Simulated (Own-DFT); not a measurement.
## Calculated data, TiO₂ (rutile, atoms displaced)

All values are calculated (Own-DFT development build). A calculation, not a measurement: plane-wave PBE density functional theory by an unreviewed code, no spin, of a simulated periodic cell, stress positive in tension, free energy of the whole cell less one offset for each atom, oxygen file: force components 24 meV/angstrom off all-electron in one glass; forces on such cells passed a denser k mesh, this cell's mesh not checked; offsets are fitted by least squares, one for each functional and potential file, so energies compare only between cells with the same atoms and settings and are not formation energies; the far tail of each file's local potential was reset to the Coulomb form; each entry is a single point on an unrelaxed cell, so the pressure reflects the starting lattice, mostly measured values (interpolated for alloys), from which strain is counted, and rises with the displacements; printed positions are rounded, which can move forces by about a meV/angstrom; the program, named Own-DFT, is a retired in-house code; no spin-orbit coupling; before rounding, a Quantum ESPRESSO 7.3.1 run of the same cell and cutoff gave forces within 1 meV/angstrom rms on each cell, which checks the program and not the settings.

Common to all runs: functional PBE; potential files PseudoDojo norm-conserving, scalar-relativistic, standard set; wave cutoff 72 hartree; occupations Fermi-Dirac; smearing width 0.1 eV; k mesh 3 x 3 x 3 centred on Gamma.

(1) 
```xyz
72
Lattice="9.1874 0.0000 0.0000 0.0000 9.1874 0.0000 0.0000 0.0000 8.8761" Properties=species:S:1:pos:R:3:force_x:R:1:force_y:R:1:force_z:R:1 formula=TiO2 free_energy_of_cell_above_offsets=-19.487 pressure=4.85 stress_xx=-5.21 stress_yy=-4.97 stress_zz=-4.38 stress_yz=-0.18 stress_xz=-0.11 stress_xy=0.05
Ti     9.1465     0.0191     8.8739      0.375     -0.677      0.106
Ti     2.2675     2.2766     1.4667      0.299      0.392      0.351
O      1.4102     1.3824     0.0073     -0.082     -0.144     -0.195
O      3.1969     3.2036     0.0201       -0.1     -0.181       -0.3
O      3.7198     0.8862     1.4741     -0.026     -0.092      0.232
O      0.8879     3.6634     1.5004      -0.02      0.034     -0.408
Ti     9.1850     9.1632     2.9437      0.109     -0.175      0.903
Ti     2.3365     2.2592     4.4323     -0.575          1     -0.435
O      1.4114     1.4268     2.9825     -0.254     -0.471     -0.299
O      3.2016     3.1932     2.9850     -0.142       -0.3     -0.245
O      3.6989     0.9180     4.4638      0.338     -0.415     -0.256
O      0.8726     3.6942     4.4617      0.241     -0.365     -0.043
Ti     9.1833     0.0245     5.9427      0.496     -0.811     -0.832
Ti     2.2963     2.3014     7.3767      0.016      0.379      0.093
O      1.4086     1.3922     5.9207      0.053      0.133      0.328
O      3.1906     3.2058     5.8886      0.179      0.059      0.678
O      3.7299     0.8889     7.3873     -0.262      0.262      0.186
O      0.8931     3.6662     7.4224      0.074     -0.084     -0.143
Ti     0.0230     4.5907     8.8746     -0.267     -0.015      0.595
Ti     2.2810     6.9369     1.4757      0.396     -0.732      0.448
O      1.4254     5.9186     0.0096      0.087      0.632     -0.108
O      3.2163     7.7884     8.8667     -0.399     -0.115      0.194
O      3.6906     5.4800     1.5132      -0.07      0.248     -0.531
O      0.9115     8.2948     1.4983     -0.125      0.051     -0.372
Ti     0.0248     4.5713     2.9865      0.365       0.34      -0.03
Ti     2.3262     6.9173     4.4615     -0.621     -0.614     -0.427
O      1.3814     5.9712     2.9858      0.239      0.385      -0.33
O      3.1721     7.7732     2.9721      0.475      0.512       -0.2
O      3.6941     5.4543     4.4082     -0.086       0.54      0.667
O      0.8884     8.3319     4.4480      0.488     -0.454     -0.168
Ti     9.1483     4.5999     5.9243      0.804      0.095     -0.556
Ti     2.2967     6.8596     7.4075     -0.265      0.107     -0.114
O      1.4366     5.9711     5.9083     -0.071      0.065      0.303
O      3.1906     7.8015     5.9019      0.227       0.09      0.305
O      3.7187     5.5371     7.4300      0.219     -0.393     -0.426
O      0.8977     8.2674     7.3622      0.062       0.02      0.675
Ti     4.6439     0.0049     0.0078      -0.17     -0.411      0.008
Ti     6.8955     2.2862     1.4946     -0.082      0.845     -0.129
O      5.9790     1.4070     0.0020      0.162     -0.184     -0.299
O      7.7728     3.1793     8.8572      0.109      0.002     -0.066
O      8.2836     0.9292     1.4957      0.269     -0.463     -0.351
O      5.4853     3.6676     1.4726      0.164      0.033     -0.135
Ti     4.6097     0.0214     2.9700     -0.068     -0.404     -0.563
Ti     6.9017     2.2654     4.4511      0.194      0.305     -0.348
O      5.9806     1.4009     2.9700     -0.004     -0.141      0.155
O      7.7992     3.1900     2.9322     -0.438     -0.343       0.43
O      8.2965     0.8645     4.4420     -0.647      0.921     -0.121
O      5.4817     3.7134     4.4087      0.665     -0.527      0.795
Ti     4.5502     0.0206     5.9231      0.321     -0.533      0.512
Ti     6.9029     2.2827     7.3893      -0.05      0.365      0.515
O      6.0198     1.3825     5.9362      0.003      0.131       -0.2
O      7.7748     3.2366     5.9156     -0.445     -0.796      0.153
O      8.3105     0.8404     7.4221     -0.823      1.131      0.051
O      5.4740     3.6986     7.4094      0.372     -0.353     -0.354
Ti     4.6092     4.5838     8.8502     -0.442      0.115      1.125
Ti     6.8727     6.8631     1.4998      0.596     -0.206     -0.109
O      6.0248     5.9842     0.0225     -0.288     -0.274     -0.411
O      7.7747     7.7809     8.8735      0.436      0.396     -0.072
O      8.2833     5.5041     1.4723      0.268     -0.345     -0.093
O      5.5112     8.2453     1.4918     -0.531      0.827      0.136
Ti     4.5874     4.5971     2.9434     -0.572     -0.207     -0.307
Ti     6.8550     6.8857     4.4523      0.589      0.365     -0.174
O      5.9573     6.0067     2.9301      0.552      0.215      0.685
O      7.8169     7.7901     2.9603     -0.346     -0.199      0.244
O      8.3257     5.4735     4.4531     -0.955      0.634     -0.004
O      5.4826     8.3076     4.4561      0.211     -0.269     -0.252
Ti     4.6300     4.5945     5.9184      -0.63     -0.104     -0.837
Ti     6.8934     6.8762     7.4087      0.186      0.518      0.279
O      5.9746     6.0088     5.9200      0.162     -0.107     -0.205
O      7.8131     7.8164     5.9035     -0.711     -0.708      -0.06
O      8.2886     5.4858     7.3695     -0.038      0.122      0.489
O      5.5040     8.2510     7.4034     -0.197      0.343     -0.132
```

Units: free_energy_of_cell_above_offsets in eV; pressure, stress_xx, stress_yy, stress_zz, stress_yz, stress_xz, stress_xy in GPa; force_x, force_y, force_z in eV/Å.

(2) 
```xyz
72
Lattice="9.1874 0.0000 0.0000 0.0000 9.1874 0.0000 0.0000 0.0000 8.8761" Properties=species:S:1:pos:R:3:force_x:R:1:force_y:R:1:force_z:R:1 formula=TiO2 free_energy_of_cell_above_offsets=-19.498 pressure=4.93 stress_xx=-5.03 stress_yy=-5.21 stress_zz=-4.54 stress_yz=0.32 stress_xz=0.32 stress_xy=-0.16
Ti     9.1624     0.0247     8.8557      0.382     -0.601      0.098
Ti     2.2677     2.2735     1.4956      0.255     -0.139      0.116
O      1.3875     1.4233     8.8632     -0.128     -0.216      0.656
O      3.1912     3.1992     8.8568      0.078      0.087      0.483
O      3.7206     0.8946     1.4869      -0.65       0.47     -0.338
O      0.9009     3.7249     1.4919      0.348     -0.432     -0.445
Ti     9.1634     9.1822     2.9415      0.169     -0.249      0.416
Ti     2.3028     2.3020     4.4167      0.147     -0.359      1.137
O      1.3752     1.4083     2.9546      0.436      0.263     -0.266
O      3.1963     3.1768     3.0012     -0.001      0.196     -0.753
O      3.7081     0.8910     4.4460     -0.411      0.204      0.038
O      0.8937     3.7157     4.4017      0.087     -0.066      0.492
Ti     9.1862     0.0163     5.9086      0.458      0.057     -0.452
Ti     2.2841     2.2974     7.4318      0.188     -0.022     -1.251
O      1.3840     1.3909     5.9114      0.084       0.29      0.025
O      3.1906     3.1815     5.9563      0.152       0.36      -0.37
O      3.6631     0.9074     7.3674      0.342     -0.141      0.634
O      0.8911     3.6950     7.3956     -0.377      0.288      0.126
Ti     0.0057     4.5868     8.8623      0.066      0.239      0.291
Ti     2.2896     6.8834     1.4633     -0.383      0.558      0.619
O      1.3871     6.0091     8.8497     -0.015     -0.182      0.266
O      3.1874     7.8100     8.8626      0.132     -0.152      0.109
O      3.6914     5.4835     1.4639     -0.174      0.158      0.012
O      0.8909     8.2876     1.4909      0.305     -0.031      -0.42
Ti     9.1836     4.5812     2.9378     -0.215      0.259      0.465
Ti     2.3133     6.8917     4.4618     -0.414      0.321      -0.81
O      1.3617     6.0077     2.9223      0.487      0.176       0.35
O      3.2156     7.7695     2.9819     -0.331     -0.324     -0.157
O      3.6803     5.4639     4.4498     -0.204      0.365       0.02
O      0.8700     8.3029     4.4232      0.687     -0.558      0.218
Ti     9.1517     4.5876     5.9118     -0.151     -0.382     -0.701
Ti     2.2831     6.8356     7.3815     -0.352      0.624      0.159
O      1.3835     5.9699     5.9200      0.264       0.37     -0.049
O      3.1908     7.8048     5.9638      -0.31     -0.576     -0.531
O      3.6772     5.4761     7.3870      0.047       0.24      0.207
O      0.8867     8.3193     7.3585      0.274     -0.407       0.66
Ti     4.5940     9.1672     8.8675     -0.805      0.062      0.187
Ti     6.8815     2.3010     1.4519      0.178     -0.169      1.568
O      6.0028     1.4136     8.8716     -0.184     -0.159          0
O      7.7875     3.2036     0.0457     -0.058     -0.029     -0.396
O      8.3132     0.9097     1.4939     -0.548      0.341     -0.522
O      5.4526     3.6826     1.4901        0.3     -0.113     -0.242
Ti     4.6088     9.1840     2.9451     -0.324       0.45       1.03
Ti     6.8877     2.2842     4.4319     -0.322     -0.055      0.206
O      5.9603     1.3844     2.9735      0.491      0.382     -0.347
O      7.7887     3.1477     2.9812       0.08      0.373     -0.702
O      8.3077     0.9053     4.4259     -0.353      0.142      0.066
O      5.4946     3.6775     4.4281     -0.317      0.458       0.18
Ti     4.5682     9.1612     5.9546      0.066      0.887     -1.137
Ti     6.8755     2.2909     7.4489      0.026     -0.067     -1.725
O      6.0116     1.3875     5.9098      0.087      0.146      0.711
O      7.7909     3.2242     5.9057     -0.075     -0.146       0.53
O      8.2970     0.9013     7.4080     -0.531      0.529      0.187
O      5.4777     3.7159     7.4120      0.455     -0.229      0.023
Ti     4.5904     4.5768     8.8732     -0.171     -0.169     -0.082
Ti     6.8478     6.8857     1.4803      0.639     -0.061      0.127
O      5.9803     6.0139     0.0195     -0.212     -0.057     -0.034
O      7.7848     7.7997     0.0231     -0.199      0.016     -0.029
O      8.2824     5.4885     1.4696     -0.309      0.149     -0.158
O      5.5196     8.3487     1.5189      0.285     -0.753     -0.815
Ti     4.5716     4.6056     2.9229      0.192     -0.427      0.977
Ti     6.8846     6.9037     4.4265      0.215       0.28      0.319
O      5.9772     5.9607     2.9842       0.22      0.514     -0.316
O      7.8188     7.8031     2.9594     -0.773     -0.588     -0.079
O      8.2689     5.4722     4.4215     -0.056      0.268      0.232
O      5.4906     8.2992     4.4364      0.329      -0.45      0.163
Ti     4.5890     4.6191     5.9269      0.098     -0.793     -0.853
Ti     6.9132     6.8892     7.4084      0.241      0.229     -0.463
O      6.0087     6.0349     5.9156     -0.448     -0.362      0.253
O      7.8179     7.7833     5.9494     -0.515     -0.164     -0.116
O      8.2694     5.5246     7.4277      0.166     -0.357     -0.088
O      5.4486     8.3385     7.4069      0.856     -0.765      0.292
```

Units: free_energy_of_cell_above_offsets in eV; pressure, stress_xx, stress_yy, stress_zz, stress_yz, stress_xz, stress_xy in GPa; force_x, force_y, force_z in eV/Å.

(3) 
```xyz
72
Lattice="9.1874 0.0000 0.0000 0.0000 9.1874 0.0000 0.0000 0.0000 8.8761" Properties=species:S:1:pos:R:3 formula=TiO2
Ti     9.1698     9.1665     0.0254
Ti     2.3040     2.2759     1.4796
O      1.3725     1.4155     0.0241
O      3.1875     3.1674     0.0482
O      3.7193     0.8804     1.4641
O      0.9016     3.6981     1.5063
Ti     9.1706     9.1773     2.9861
Ti     2.3086     2.2932     4.4173
O      1.3823     1.3973     2.9599
O      3.1802     3.2005     2.9841
O      3.6981     0.8814     4.4389
O      0.9118     3.6792     4.4251
Ti     9.1786     9.1424     5.9451
Ti     2.2964     2.2881     7.3964
O      1.4289     1.3961     5.8931
O      3.2002     3.1711     5.9233
O      3.7027     0.9013     7.3946
O      0.8748     3.7077     7.4035
Ti     9.1699     4.5849     8.8670
Ti     2.2790     6.8786     1.4713
O      1.3801     6.0020     0.0195
O      3.1740     7.7870     8.8569
O      3.6886     5.5023     1.4766
O      0.8869     8.2776     1.4994
Ti     0.0275     4.5823     2.9640
Ti     2.2946     6.9248     4.4485
O      1.4320     5.9846     2.9750
O      3.1840     7.8094     2.9580
O      3.6955     5.4529     4.4413
O      0.9151     8.2323     4.4324
Ti     9.1846     4.5770     5.9259
Ti     2.2916     6.9071     7.3776
O      1.3945     6.0130     5.9240
O      3.1948     7.8016     5.9345
O      3.7113     5.4875     7.3770
O      0.8767     8.2891     7.4177
Ti     4.5927     0.0054     0.0212
Ti     6.8704     2.3092     1.4967
O      5.9998     1.3980     0.0062
O      7.7980     3.1655     0.0029
O      8.2627     0.8901     1.4373
O      5.4957     3.6962     1.4760
Ti     4.5793     0.0017     2.9349
Ti     6.8891     2.2987     4.3857
O      6.0025     1.4128     2.9497
O      7.7685     3.1618     2.9547
O      8.3054     0.9152     4.4578
O      5.4991     3.6644     4.4523
Ti     4.5827     0.0049     5.9592
Ti     6.8898     2.2943     7.4095
O      5.9918     1.4191     5.9318
O      7.7975     3.1736     5.9030
O      8.3104     0.9270     7.4202
O      5.4961     3.6265     7.3752
Ti     4.5965     4.6173     8.8362
Ti     6.8672     6.8958     1.5144
O      5.9638     5.9667     0.0046
O      7.8163     7.8005     8.8567
O      8.2738     5.4786     1.4435
O      5.5279     8.2813     1.4665
Ti     4.6329     4.6023     3.0089
Ti     6.8833     6.8630     4.4500
O      5.9961     5.9644     2.9460
O      7.7851     7.8082     2.9507
O      8.2679     5.4734     4.4486
O      5.4798     8.2810     4.4312
Ti     4.5947     4.6230     5.8948
Ti     6.8976     6.9060     7.4144
O      6.0253     6.0007     5.9501
O      7.8026     7.8101     5.9294
O      8.2946     5.4604     7.4075
O      5.5430     8.3029     7.3885
```

## Withheld values
1. What pressure does the calculation give for TiO₂ (rutile, atoms displaced) (entry 3)?

Answers
1. 4.78 GPa

Further results for TiO₂ (rutile, atoms displaced) (entry 3):

* free energy of cell above offsets: -19.537 eV
* stress xx: -5.03 GPa
* stress yy: -4.97 GPa
* stress zz: -4.33 GPa
* stress yz: -0.05 GPa
* stress xz: 0.05 GPa
* stress xy: 0.04 GPa

Force:
```tsv
element	x (eV/Å)	y (eV/Å)	z (eV/Å)
Ti	-0.036	0.611	0.158
Ti	-0.443	0.481	-0.102
O	0.342	-0.078	-0.142
O	0.18	0.268	-0.504
O	-0.159	0.081	0.086
O	-0.048	-0.014	0.047
Ti	0.103	0.564	-0.441
Ti	0.022	-0.165	0.342
O	-0.001	-0.284	-0.023
O	0.411	0.036	-0.343
O	0.17	-0.035	-0.231
O	-0.384	0.426	0.052
Ti	0.022	1.017	0.28
Ti	-0.288	0.097	-0.212
O	-0.315	-0.335	0.506
O	0.18	0.44	0.157
O	-0.035	-0.152	0.329
O	0.607	-0.405	-0.206
Ti	-0.066	-0.134	0.373
Ti	0.142	-0.316	-0.091
O	0.177	-0.013	-0.317
O	0.419	0.285	0.064
O	0.234	-0.177	0.063
O	0.045	0.081	0.119
Ti	0.199	0.035	-0.361
Ti	-0.111	-0.164	-0.435
O	-0.383	-0.19	0.077
O	0.26	0.006	0.058
O	0.078	0.4	0.125
O	-0.494	0.599	0.044
Ti	-0.246	-0.448	0.029
Ti	-0.333	-0.146	0.557
O	0.033	-0.181	-0.075
O	0.031	-0.148	-0.01
O	-0.168	0.045	-0.038
O	0.476	-0.272	-0.389
Ti	0.308	0.019	-0.514
Ti	0.066	0.088	-0.893
O	-0.474	-0.416	0.051
O	0.142	0.378	0.16
O	0.249	-0.217	0.712
O	-0.145	0.084	0.118
Ti	-0.004	-0.219	1.305
Ti	0.252	-0.412	1.437
O	-0.527	-0.588	0.052
O	0.632	0.7	0.029
O	0.208	-0.507	-0.165
O	-0.227	0.546	-0.108
Ti	0.73	0.555	-0.849
Ti	0.125	-0.136	-0.52
O	-0.256	-0.557	-0.299
O	0.27	0.417	-0.041
O	0.264	-0.533	-0.467
O	-0.624	1.032	0.169
Ti	-0.033	-0.513	0.853
Ti	0.629	-0.238	-0.628
O	0.522	0.556	-0.136
O	-0.626	-0.696	0.229
O	-0.105	0.201	0.587
O	-0.335	0.095	0.019
Ti	-0.706	-0.661	-1.451
Ti	0.052	0.498	0.248
O	0.25	0.381	0.292
O	-0.32	-0.476	0.202
O	-0.023	0.228	-0.193
O	0.297	-0.314	-0.064
Ti	-0.057	-0.858	0.656
Ti	0.147	0.002	0.383
O	-0.324	-0.234	-0.424
O	-0.244	-0.449	-0.27
O	-0.358	0.481	-0.227
O	-0.372	-0.053	0.199
```
